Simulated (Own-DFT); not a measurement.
# Strain and stress in bcc Nb, 36 atoms (Nb36)

Calculated results; nothing here was measured. They come from Own-DFT, an in-house plane-wave density functional program, since retired, whose code no person has reviewed. Each row is one single-point run on a periodic cell that was not relaxed, without spin or spin-orbit coupling.

Settings of every run: PBE; PseudoDojo norm-conserving scalar-relativistic files; cutoff 42 hartree; 4 x 4 x 5 k mesh centred on Gamma; cold (Marzari-Vanderbilt) smearing of 0.2 eV.

Known limits: forces on such cells failed a check on a denser k mesh; stress not checked against mesh or cutoff.

Unstrained cell vectors in Å: (9.901, 0.000, 0.000); (0.000, 9.901, 0.000); (0.000, 0.000, 6.601). The unstrained cell has measured lattice constants (interpolated for alloys), not those of this functional. That, the random moves and any unrelaxed bonds set the pressure at no strain. Each run strains this cell uniformly, with the atoms carried along. Every atom was also moved at random, by a Gaussian of width 0.05 Å on each axis. Strain is the symmetric tensor, in per cent. Stress is positive in tension, and the pressure is minus a third of its trace.

| run | e_xx (%) | e_yy (%) | e_zz (%) | e_yz (%) | e_xz (%) | e_xy (%) | s_xx (GPa) | s_yy (GPa) | s_zz (GPa) | s_yz (GPa) | s_xz (GPa) | s_xy (GPa) | P (GPa) | E (meV/atom) |
|---|---|---|---|---|---|---|---|---|---|---|---|---|---|---|
| 1 | 1.07 | -0.25 | -0.21 | -0.63 | -1.93 | -1.33 | -0.51 | -2.18 | -1.96 | 0.06 | -0.55 | -0.32 | 1.55 | 6.0 |
| 2 | -0.19 | 1.35 | -1.91 | -1.11 | 1.43 | -0.19 | -3.84 | -2.01 | -5.45 | -0.26 | 0.22 | -0.15 | 3.77 | 4.1 |
| 3 | 1.18 | -1.45 | -1.13 | 1.69 | -1.39 | 1.20 | -3.35 | -6.58 | -6.18 | 0.34 | -0.32 | 0.22 | 5.37 | 20.1 |
| 4 | -0.83 | 0.63 | 0.74 | 0.04 | 1.75 | 1.23 | -2.57 | -1.39 | -0.85 | 0.18 | 0.44 | 0.27 | 1.60 | 5.5 |
| 5 | 1.45 | 0.70 | -1.73 | -1.13 | 0.55 | 0.19 | -0.37 | -1.18 | -3.83 | -0.25 | 0.08 | 0.12 | 1.79 | 9.1 |
| 6 | -0.84 | 1.82 | -0.45 | 1.82 | -1.23 | -1.28 | -2.86 | 0.21 | -2.34 | 0.74 | -0.30 | -0.48 | 1.66 | 8.5 |
| 7 | -1.51 | -1.19 | -1.95 | 1.02 | 1.85 | -0.91 | -11.57 | -11.33 | -11.74 | 0.28 | 0.58 | -0.11 | 11.55 | 42.0 |
| 8 | -0.80 | -0.72 | 1.55 | -0.13 | 0.95 | -1.65 | -3.57 | -3.49 | -0.75 | -0.21 | 0.31 | -0.33 | 2.60 | 8.7 |
| 9 | -1.84 | -1.56 | 1.63 | 0.73 | -1.25 | 0.15 | -7.68 | -7.29 | -3.26 | 0.24 | -0.50 | -0.02 | 6.07 | 24.8 |
| 10 | 1.50 | 1.14 | 1.60 | 1.03 | 1.43 | 1.27 | 4.31 | 3.83 | 4.55 | 0.55 | 0.59 | 0.32 | -4.23 | 12.3 |
| 11 | 0.92 | -0.46 | 1.56 | 1.63 | -1.69 | -0.79 | 0.89 | -0.35 | 1.89 | 0.54 | -0.80 | -0.34 | -0.81 | 8.9 |
| 12 | 1.80 | 0.31 | 1.72 | -0.68 | 1.69 | -1.23 | 4.27 | 2.63 | 4.31 | -0.44 | 0.55 | -0.21 | -3.74 | 11.1 |
| 13 | -0.38 | 0.45 | 1.90 | -1.82 | -1.93 | -1.38 | -0.57 | 0.20 | 2.07 | -0.60 | -0.44 | -0.22 | -0.56 | 7.9 |
| 14 | 1.27 | 0.40 | 0.91 | -1.18 | -0.08 | -0.35 | 2.41 | 1.58 | 2.21 | -0.26 | 0.08 | 0.00 | -2.06 | 0.0 |
| 15 | -1.87 | -0.41 | 1.96 | 0.39 | -0.93 | 1.13 | -5.04 | -3.77 | -0.76 | 0.13 | -0.15 | 0.12 | 3.19 | 12.4 |
| 16 | -1.40 | -1.88 | 0.76 | -1.45 | 1.70 | -1.16 | -8.17 | -8.74 | -5.45 | -0.49 | 0.76 | -0.39 | 7.45 | 27.7 |
| 17 | 0.53 | -0.16 | 0.58 | -0.74 | -1.07 | 1.09 | -0.54 | -1.34 | -0.49 | -0.27 | -0.37 | 0.24 | 0.79 | 2.0 |
| 18 | -1.84 | -1.80 | -0.49 | -0.99 | 1.40 | -1.61 | ? | ? | ? | ? | ? | ? | ? | ? |

E is the free energy for each atom above the lowest run shown.

## Worked fit

Each stress component was fitted by least squares to a constant and the strains of the runs shown, as fractions, with shears doubled. Shear strains stay in the fit of a normal stress only where such slopes are resolved. The slopes, in GPa:

| stress | at no strain | per e_xx | per e_yy | per e_zz | scatter |
|---|---|---|---|---|---|
| s_xx | -2.8 | 251 ± 7 | 150 ± 8 | 137 ± 6 | 0.31 |
| s_yy | -2.8 | 142 ± 6 | 263 ± 8 | 138 ± 6 | 0.31 |
| s_zz | -2.6 | 134 ± 5 | 149 ± 6 | 250 ± 5 | 0.25 |

Each shear stress against twice its own strain: yz 16 ± 2, xz 16 ± 1, xy 11 ± 1 GPa. These are stiffnesses along x, y and z of the frame in which the cell vectors are given, which need not be the crystal's axes. The atoms are held to the strained lattice; where symmetry lets them move under strain, relaxing them would lower some slopes. The table should be nearly symmetric about its diagonal, and what it lacks of that shows the noise. A ninth of its sum, 179 ± 3 GPa, estimates the bulk modulus near the mean pressure of these runs, 2.1 GPa, so it lies above the value at zero pressure.

## Withheld run

Question: what normal stresses and pressure should run 18 give?

The fit gives s_xx = -10.8, s_yy = -10.9, s_zz = -9.0 and P = 10.2 GPa. The calculation gave -11.35, -11.46, -9.65 and P = 10.82 GPa.
